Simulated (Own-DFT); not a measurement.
# Point defects and the pressure they add: grey tin

Calculated, not measured: single-point runs of Own-DFT, a retired in-house plane-wave DFT program that no person has reviewed, on unrelaxed cells, without spin or spin-orbit coupling.

Common settings: PBE; PseudoDojo norm-conserving scalar-relativistic files; cutoff 42 hartree; 3 x 3 x 3 k mesh centred on Gamma; cold (Marzari-Vanderbilt) smearing of 0.2 eV.

Known weak points (not all hold for every row): not probed for a lower state with spin; forces on such cells moved up to 12 meV/angstrom on a denser k mesh; stress not checked against mesh or cutoff.

All runs share one cell, with vectors in Å (12.978, 0.000, 0.000); (0.000, 12.978, 0.000); (0.000, 0.000, 12.978) and a volume of 2185.9 Å³. The atoms are randomly displaced, by u rms on each axis. The defect's site can differ from row to row.

```
cell,formula,u (Å),P (GPa)
no defect,Sn64,0.0197,3.38
no defect,Sn64,0.0500,3.63
no defect,Sn64,0.0506,3.67
one Sn vacancy,Sn63,0.0304,3.23
one Sn vacancy,Sn63,0.0487,3.42
one Sn vacancy,Sn63,0.0520,3.42
two Sn vacancies,Sn62,0.0277,3.16
two Sn vacancies,Sn62,0.0315,?
two Sn vacancies,Sn62,0.0485,3.37
two Sn vacancies,Sn62,0.0523,3.26
```

## Worked fit

P = P0 + c u² + a shift for each defect gives P0 = 3.37 GPa, c = 106 ± 21 GPa/Å² and a scatter of 0.05 GPa. The shifts, and each times the cell's volume:

- one Sn vacancy: -0.23 ± 0.04 GPa, -3.1 eV
- two Sn vacancies: -0.32 ± 0.04 GPa, -4.3 eV (-2.2 eV for each of its 2 sites)

Positive is outwards. The product with the volume (160.2 GPa Å³ to the eV) is nearly free of the cell's size; divided by the bulk modulus at the cell's pressure it gives the volume that the defect adds. The atoms around the defects weren't relaxed, which would change these numbers.

## Test on the hidden row

The question: what pressure belongs in the blank (two Sn vacancies, u = 0.0315 Å)?

The fitted form gives 3.16 ± 0.07 GPa. The hidden result is 3.06 GPa.
